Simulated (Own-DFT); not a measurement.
Simulation results for Al$_{3}$GaAs$_{4}$ (zincblende random alloy, strained, atoms displaced)

A calculation, not a measurement: plane-wave PBEsol density functional theory by an unreviewed code, no spin, of a simulated periodic cell, stress positive in tension, free energy of the whole cell less one offset for each atom, forces on such cells passed a denser k mesh, this cell's mesh not checked; offsets are fitted by least squares, one for each functional and potential file, so energies compare only between cells with the same atoms and settings and are not formation energies; the far tail of each file's local potential was reset to the Coulomb form; each entry is a single point on an unrelaxed cell, so the pressure reflects the starting lattice, mostly measured values, from which strain is counted, and rises with the displacements; printed positions are rounded, which can move forces by about a meV/angstrom; the program is a retired in-house code; no spin-orbit coupling. Program: Own-DFT development build.

Common to all runs: functional PBEsol; potential files PseudoDojo norm-conserving, scalar-relativistic, made for PBE, standard set; wave cutoff 42 hartree; occupations Fermi-Dirac; smearing width 0.1 eV; hardware one NVIDIA H200; k mesh 3 x 3 x 3 centred on Gamma.

(1) Al$_{3}$GaAs$_{4}$ (zincblende random alloy, strained, atoms displaced)

```
Al3GaAs4
1.0
     11.1180     0.1621    -0.1174
      0.1621    11.1108    -0.1985
     -0.1174    -0.1985    11.0992
Al Ga Al Ga As Al As Al Ga Al As Al As Al As Ga Al Ga As Al Ga Al As Ga Al As
1 1 1 1 4 4 4 2 1 1 4 4 4 4 4 2 1 1 4 2 1 1 4 1 3 4
Direct
  0.99824 0.99539 0.99975
  0.99520 0.25004 0.24525
  0.25385 0.99955 0.25104
  0.25021 0.25359 0.01011
  0.11954 0.12291 0.13111
  0.12366 0.37254 0.38054
  0.37808 0.12953 0.37431
  0.37849 0.37304 0.12321
  0.00217 0.99766 0.49850
  0.00614 0.24607 0.74852
  0.24771 0.99664 0.75674
  0.25275 0.25180 0.49532
  0.12651 0.12127 0.63840
  0.12934 0.38137 0.88185
  0.37381 0.12220 0.88114
  0.37096 0.36860 0.61678
  0.00394 0.49912 0.99954
  0.00691 0.74466 0.25091
  0.24669 0.49965 0.24285
  0.24787 0.74428 0.00268
  0.12297 0.62752 0.11722
  0.11954 0.88122 0.37371
  0.38339 0.62758 0.37193
  0.35813 0.87840 0.12396
  0.00275 0.50307 0.50029
  0.99904 0.74305 0.74396
  0.25219 0.50171 0.74948
  0.25042 0.74959 0.49617
  0.11945 0.62998 0.62357
  0.13256 0.87946 0.88232
  0.37485 0.62634 0.87308
  0.36838 0.87784 0.62499
  0.50239 0.99693 0.99764
  0.50114 0.24331 0.25705
  0.74574 0.00000 0.24750
  0.75038 0.25128 0.99271
  0.62523 0.12197 0.13225
  0.62216 0.37613 0.37909
  0.86999 0.13042 0.38434
  0.87403 0.37273 0.12022
  0.49960 0.99935 0.49958
  0.50196 0.25429 0.75801
  0.74617 0.00418 0.75481
  0.74382 0.25147 0.49177
  0.62719 0.12542 0.62932
  0.62344 0.38059 0.86501
  0.87231 0.13084 0.87876
  0.87692 0.38179 0.61751
  0.50253 0.49922 0.00511
  0.49847 0.75239 0.24313
  0.75332 0.50393 0.25241
  0.75969 0.74633 0.99580
  0.61734 0.62259 0.12192
  0.61967 0.87912 0.38092
  0.86872 0.61983 0.37035
  0.86486 0.87127 0.12045
  0.49414 0.50150 0.49883
  0.50230 0.76268 0.75001
  0.74890 0.50110 0.74649
  0.74811 0.74772 0.49357
  0.62615 0.62905 0.61870
  0.62481 0.88014 0.86838
  0.87118 0.62618 0.87680
  0.87246 0.87414 0.62213
```

| Quantity | Value |
| --- | --- |
| free energy of cell above offsets | 8.433 eV |
| pressure | 6.4 GPa |
| stress xx | -6.32 GPa |
| stress yy | -6.5 GPa |
| stress zz | -6.37 GPa |
| stress yz | -4.47 GPa |
| stress xz | -0.89 GPa |
| stress xy | 2.85 GPa |
| wall time | 567.3 s |

Force:
| element | x (eV/Å) | y (eV/Å) | z (eV/Å) |
| --- | --- | --- | --- |
| Al | -0.706 | 0.335 | 0.456 |
| Ga | -0.378 | 0.009 | 1.266 |
| Al | -1.246 | 0.906 | 1.131 |
| Ga | -0.71 | -0.975 | -0.431 |
| As | 0.75 | -0.008 | -0.69 |
| As | 0.042 | 0.497 | -1.516 |
| As | -0.154 | -0.911 | 0.084 |
| As | 0.687 | 0.206 | 0.764 |
| Al | -1.045 | 0.854 | 1.402 |
| Al | -1.412 | 1.531 | 0.932 |
| Al | 0.345 | 0.126 | 0.279 |
| Al | -1.233 | -1.282 | 0.611 |
| As | 0.789 | -0.184 | -2.266 |
| As | 0.472 | -0.892 | -1.281 |
| As | 0.203 | 0.862 | -0.392 |
| As | 1.095 | 1.167 | 1.25 |
| Al | -1.511 | -0.009 | 0.263 |
| Al | -1.541 | 0.423 | 0.067 |
| Ga | 0.154 | -0.077 | 0.912 |
| Al | 0.012 | 0.064 | -0.529 |
| As | 0.431 | -0.325 | 0.597 |
| As | 1.384 | -0.707 | -0.663 |
| As | -1.033 | 0.017 | -0.695 |
| As | 2.375 | -0.685 | -0.85 |
| Al | -0.793 | -0.168 | -0.145 |
| Al | -0.842 | 1.582 | 1.65 |
| Al | -0.485 | -0.379 | -0.311 |
| Al | -0.438 | -0.048 | 0.087 |
| As | 1.909 | -0.647 | -0.705 |
| As | -0.851 | -1.138 | -0.889 |
| As | 1.009 | 0.323 | -0.015 |
| As | 0.577 | 0.136 | -0.478 |
| Al | -0.617 | 0.048 | 1.07 |
| Al | -0.126 | 0.944 | -0.458 |
| Al | 0.519 | -0.424 | 1.488 |
| Al | -1.565 | 0.364 | 1.051 |
| As | -0.057 | 0.799 | -1.696 |
| As | 0.064 | 0.698 | -1.132 |
| As | 1.17 | -1.07 | -1.723 |
| As | 0.042 | 0.876 | 0.021 |
| Ga | -0.764 | 0.66 | 1.221 |
| Ga | -1.276 | -1.161 | -0.885 |
| Al | 0.752 | -0.32 | -0.348 |
| Ga | -0.268 | 0.299 | 1.968 |
| As | -0.415 | 0.611 | -0.743 |
| As | 0.79 | 0.464 | 1.193 |
| As | 1.395 | -0.886 | -1.014 |
| As | 0.189 | -0.909 | 0.449 |
| Al | -1.132 | -0.648 | -1.166 |
| Al | -0.443 | 0.684 | 0.53 |
| Ga | -1.566 | -1.492 | -1.097 |
| Al | -2.8 | 0.306 | 0.428 |
| As | 1.982 | 0.911 | 0.269 |
| As | 0.813 | -0.62 | -1.603 |
| As | 2.03 | 1.258 | 0.554 |
| As | 1.8 | 0.563 | 0.997 |
| Ga | 0.125 | -0.315 | 0.769 |
| Al | -0.84 | -1.477 | -0.602 |
| Al | -0.037 | 0.165 | -0.265 |
| Al | -0.179 | 0.287 | 0.536 |
| As | -0.349 | 0.011 | 0.443 |
| As | 1.138 | -0.36 | 1.059 |
| As | 1.593 | -1.114 | -1.315 |
| As | 0.175 | 0.246 | 0.111 |

(2) Al$_{3}$GaAs$_{4}$ (zincblende random alloy, strained, atoms displaced)

```
Al3GaAs4
1.0
     11.2069    -0.1064     0.0591
     -0.1064    11.1140     0.0665
      0.0591     0.0665    11.2397
Al Ga Al As Al Ga Al As Ga Al As Ga Al As Al Ga Al As Al As Al Ga Al As Al As
2 1 1 4 1 1 2 4 3 1 4 1 3 4 1 1 2 4 4 4 1 1 2 4 4 4
Direct
  0.01170 0.99896 0.99617
  0.00545 0.24828 0.25065
  0.25220 0.99764 0.24375
  0.25014 0.25086 0.99299
  0.12945 0.12638 0.12232
  0.13284 0.37398 0.37440
  0.37701 0.12836 0.37058
  0.36722 0.37105 0.12742
  0.99840 0.00630 0.49770
  0.00282 0.25322 0.75354
  0.26480 0.00523 0.74180
  0.25493 0.24170 0.49940
  0.12362 0.11374 0.62523
  0.12679 0.38284 0.87563
  0.36811 0.12531 0.86663
  0.37666 0.37533 0.61848
  0.99732 0.49896 0.00336
  0.99395 0.75263 0.25696
  0.25268 0.49688 0.24611
  0.24910 0.76288 0.99866
  0.12901 0.62623 0.12688
  0.12400 0.87764 0.37340
  0.37218 0.62865 0.39002
  0.37727 0.88012 0.12844
  0.00718 0.50675 0.50822
  0.99520 0.74634 0.74199
  0.25324 0.49726 0.75559
  0.24740 0.74522 0.49234
  0.13345 0.62645 0.62180
  0.12680 0.87701 0.87366
  0.37949 0.62142 0.87764
  0.38067 0.86649 0.62798
  0.49869 0.00411 0.99914
  0.49624 0.24843 0.24915
  0.75392 0.99705 0.24068
  0.74761 0.25305 0.00181
  0.61808 0.13212 0.12791
  0.63161 0.37376 0.37611
  0.88040 0.12133 0.37831
  0.87929 0.38002 0.12638
  0.49398 0.00289 0.50467
  0.50200 0.25196 0.74433
  0.74402 0.98971 0.74530
  0.75602 0.25260 0.49297
  0.62581 0.12065 0.63599
  0.62471 0.36418 0.87548
  0.87945 0.13113 0.87635
  0.87556 0.37796 0.62190
  0.49501 0.49775 0.99356
  0.49892 0.75360 0.25190
  0.75063 0.49398 0.25343
  0.74589 0.74560 0.00379
  0.61506 0.62767 0.13234
  0.62132 0.87371 0.37532
  0.86901 0.62736 0.37431
  0.87096 0.86955 0.12295
  0.50105 0.50004 0.50002
  0.50057 0.75614 0.74967
  0.75239 0.49565 0.74221
  0.75085 0.75742 0.50785
  0.62760 0.62546 0.63184
  0.63224 0.87752 0.87482
  0.88211 0.62736 0.87464
  0.87587 0.87196 0.62155
```

| Item | Value |
| --- | --- |
| free energy of cell above offsets | 6.383 eV |
| pressure | 4.07 GPa |
| stress xx | -3.97 GPa |
| stress yy | -4.41 GPa |
| stress zz | -3.82 GPa |
| stress yz | 1.11 GPa |
| stress xz | 0.86 GPa |
| stress xy | -0.9 GPa |
| wall time | 589.7 s |

Force:
| element | x (eV/Å) | y (eV/Å) | z (eV/Å) |
| --- | --- | --- | --- |
| Al | -1.218 | 0.284 | 0.355 |
| Al | 0.045 | 0.335 | -0.065 |
| Ga | -0.279 | 0.686 | 0.552 |
| Al | -0.115 | 0.081 | 0.044 |
| As | -0.211 | -0.18 | 0.244 |
| As | -0.693 | -0.063 | 0.718 |
| As | -0.484 | -1.184 | 0.586 |
| As | 0.999 | -0.017 | -0.632 |
| Al | 0.548 | -1.202 | 0.21 |
| Ga | 0.228 | 0.127 | -0.677 |
| Al | -1.424 | -1.442 | -0.222 |
| Al | -0.683 | 0.418 | 0.033 |
| As | 0.311 | 1.182 | 0.393 |
| As | -0.645 | -0.775 | 0.437 |
| As | 1.331 | 0.764 | 1.133 |
| As | -0.417 | -0.371 | 0.815 |
| Ga | 0.928 | 0.989 | -0.406 |
| Ga | 0.561 | -0.277 | -0.806 |
| Ga | -0.06 | 0.986 | 0.665 |
| Al | 0.406 | -1.129 | 0.213 |
| As | -0.453 | 0.377 | 0.043 |
| As | 0.025 | 0.117 | 0.254 |
| As | 1.03 | -1.174 | -2.293 |
| As | 0.192 | -0.613 | -0.483 |
| Ga | -0.441 | -0.425 | -1.478 |
| Al | 1.259 | 0.407 | 0.265 |
| Al | 0.594 | 0.65 | -1.101 |
| Al | -0.329 | 1.816 | 0.699 |
| As | -0.332 | -0.124 | 1.4 |
| As | 0.15 | -0.134 | -1.427 |
| As | -0.85 | 1.298 | -0.368 |
| As | -1.266 | 0.447 | -1.007 |
| Al | 0.247 | 0.208 | -0.533 |
| Ga | 0.451 | 1.136 | 0.03 |
| Al | -0.686 | 0.427 | 0.817 |
| Al | 0.825 | -0.267 | 0.202 |
| As | 0.788 | -0.818 | -0.272 |
| As | -1.475 | -0.34 | 0.108 |
| As | -1.032 | 0.465 | -1.195 |
| As | -0.697 | -1.141 | 0.456 |
| Al | 0.785 | 0.009 | -0.533 |
| Al | -0.43 | -0.051 | 0.152 |
| Al | 1.881 | 1.196 | 0.099 |
| Al | -0.218 | -0.789 | 0.951 |
| As | 0.084 | 0.582 | -1.621 |
| As | -0.083 | 1.313 | -0.246 |
| As | -0.726 | -1.142 | 0.166 |
| As | 0.629 | -0.702 | -0.001 |
| Al | 0.892 | -0.574 | 1.059 |
| Ga | -0.572 | -0.205 | 0.536 |
| Al | 0.143 | 1.19 | -0.842 |
| Al | 0.142 | -0.288 | -0.448 |
| As | 0.467 | -1.212 | -0.525 |
| As | 0.473 | 0.807 | 0.411 |
| As | 0.19 | -0.38 | 1.114 |
| As | 0.995 | 0.446 | -0.421 |
| Al | 0.854 | 0.43 | -0.068 |
| Al | 0.848 | -1.01 | 0.884 |
| Al | -0.09 | 0.334 | 1.345 |
| Al | -0.796 | -1.016 | -1.336 |
| As | -0.469 | 0.047 | -0.428 |
| As | -1.321 | -0.747 | 1.233 |
| As | -1.252 | -0.759 | 0.327 |
| As | 0.451 | 0.997 | 0.486 |

(3) Al$_{3}$GaAs$_{4}$ (zincblende random alloy, strained, atoms displaced)

```
Al3GaAs4
1.0
     11.4127     0.1833     0.1694
      0.1833    11.1346     0.1241
      0.1694     0.1241    11.1800
Al Ga Al As Al As Al As Al As Ga Al As Ga Al As Ga Al Ga As Al Ga As
2 1 1 4 4 4 4 4 4 4 1 3 4 2 2 4 1 1 2 4 3 1 4
Direct
  0.99914 0.00218 0.99820
  0.99064 0.25412 0.24789
  0.24166 0.00496 0.24811
  0.24906 0.25525 0.99750
  0.12087 0.12410 0.12414
  0.13278 0.37626 0.38277
  0.37815 0.12694 0.38036
  0.37869 0.37048 0.12681
  0.00010 0.99590 0.50364
  0.99878 0.24669 0.75808
  0.26210 0.99406 0.75305
  0.24998 0.25041 0.50682
  0.12954 0.12815 0.62434
  0.12624 0.37168 0.87362
  0.38087 0.12481 0.86888
  0.37473 0.37400 0.62405
  0.00545 0.50140 0.00364
  0.00009 0.74349 0.24811
  0.25319 0.49950 0.25396
  0.25077 0.74883 0.99183
  0.13169 0.62252 0.12773
  0.13350 0.88028 0.37127
  0.37736 0.62975 0.38184
  0.36416 0.87000 0.12709
  0.00498 0.51196 0.50094
  0.99884 0.74091 0.74610
  0.24839 0.49774 0.75875
  0.24376 0.73937 0.49698
  0.12582 0.63197 0.62949
  0.12439 0.87224 0.88362
  0.37503 0.61964 0.87128
  0.37667 0.88494 0.62866
  0.50346 0.00262 0.00021
  0.50653 0.25023 0.24360
  0.74915 0.99814 0.25128
  0.74888 0.25106 0.00641
  0.62288 0.12314 0.11365
  0.63053 0.37176 0.37687
  0.87439 0.13370 0.37155
  0.87908 0.37571 0.12521
  0.49265 0.00073 0.49849
  0.50322 0.24615 0.75189
  0.75361 0.00867 0.75196
  0.74712 0.24928 0.49952
  0.62024 0.12375 0.61940
  0.62643 0.36943 0.87070
  0.87710 0.12815 0.87504
  0.87110 0.36892 0.62856
  0.49585 0.49967 0.00669
  0.50137 0.74993 0.25213
  0.75036 0.49147 0.25592
  0.75052 0.75048 0.00249
  0.62396 0.62531 0.12339
  0.62456 0.86629 0.37300
  0.87248 0.62234 0.36819
  0.87792 0.87841 0.11791
  0.49619 0.50282 0.49913
  0.50061 0.74926 0.75243
  0.75871 0.50814 0.75357
  0.74710 0.74878 0.50318
  0.62601 0.62172 0.62235
  0.62406 0.87553 0.87478
  0.87948 0.61686 0.87259
  0.87504 0.87337 0.62628
```

| Quantity | Value |
| --- | --- |
| free energy of cell above offsets | 6.451 eV |
| pressure | 2.96 GPa |
| stress xx | -2.19 GPa |
| stress yy | -3.41 GPa |
| stress zz | -3.29 GPa |
| stress yz | 2.19 GPa |
| stress xz | 2.27 GPa |
| stress xy | 1.81 GPa |
| wall time | 571.6 s |

Force:
| element | x (eV/Å) | y (eV/Å) | z (eV/Å) |
| --- | --- | --- | --- |
| Al | 0.405 | 0.308 | 0.147 |
| Al | 1.951 | 0.021 | 0.699 |
| Ga | 1.476 | 0.484 | 0.09 |
| Al | 0.735 | -0.875 | 0.52 |
| As | -0.224 | 0.777 | -0.455 |
| As | -1.087 | -0.057 | -0.793 |
| As | -0.694 | 0.389 | -1.485 |
| As | -0.921 | 0.214 | -0.135 |
| Al | 0.421 | 0.842 | -0.385 |
| Al | 0.7 | 0.617 | -1.131 |
| Al | -1.854 | 1.237 | 0.947 |
| Al | 0.717 | 0.236 | -0.191 |
| As | -0.728 | -1.187 | 0.836 |
| As | -0.864 | 0.139 | 0.104 |
| As | -0.806 | -0.12 | 0.963 |
| As | 0.014 | 0.063 | 0.445 |
| Al | 0.334 | -0.004 | 0.121 |
| Al | 0.282 | 1.168 | 0.047 |
| Al | 0.507 | -0.028 | 0.35 |
| Al | 0.411 | -0.293 | 1.011 |
| As | -0.204 | -0.098 | -0.623 |
| As | -1.518 | -1.288 | 0.553 |
| As | -0.09 | -0.689 | -1.284 |
| As | 0.944 | 0.426 | -0.384 |
| Al | -0.464 | -0.978 | 0.334 |
| Al | -0.29 | 1.687 | 1.242 |
| Al | 0.466 | 0.171 | -0.981 |
| Al | 0.599 | 2.057 | 0.494 |
| As | 0.399 | -1.634 | -0.304 |
| As | -0.406 | 0.15 | -1.73 |
| As | 0.111 | 0.077 | 0.172 |
| As | 0.27 | -2.581 | -1.128 |
| Ga | -1.041 | -0.712 | 0.089 |
| Al | 0.109 | -0.325 | 1.069 |
| Al | 0.072 | 0.374 | -0.105 |
| Al | 0.501 | 0.516 | -0.588 |
| As | 0.4 | -0.441 | 1.216 |
| As | -1.484 | 0.133 | -0.311 |
| As | -0.317 | -1.603 | 0.461 |
| As | -0.966 | 0.391 | -0.837 |
| Ga | 1.262 | -0.343 | 0.012 |
| Ga | 0.149 | 0.764 | -0.482 |
| Al | -0.43 | -0.355 | -0.162 |
| Al | 0.541 | -0.029 | 0.841 |
| As | 0.352 | -0.421 | 0.023 |
| As | -0.018 | 0.883 | 0.387 |
| As | -0.745 | -0.451 | 0.551 |
| As | 0.613 | 0.594 | -0.513 |
| Ga | 0.841 | -0.136 | -0.681 |
| Al | -0.374 | 0.289 | -0.358 |
| Ga | 0.05 | 0.882 | -0.708 |
| Ga | 0.285 | 0.154 | -0.357 |
| As | 0.188 | -0.664 | 0.302 |
| As | -0.165 | 0.919 | 0.239 |
| As | -0.132 | 0.124 | 0.642 |
| As | -0.416 | -0.787 | 0.716 |
| Al | 0.77 | -0.58 | 0.438 |
| Al | 0.197 | 0.373 | -0.365 |
| Al | -1.05 | -1.167 | -0.48 |
| Ga | 0.599 | 0.095 | -0.173 |
| As | -0.273 | -0.113 | 0.439 |
| As | 0.421 | -0.212 | -0.27 |
| As | -0.061 | 0.82 | 0.922 |
| As | -0.468 | -0.203 | -0.027 |
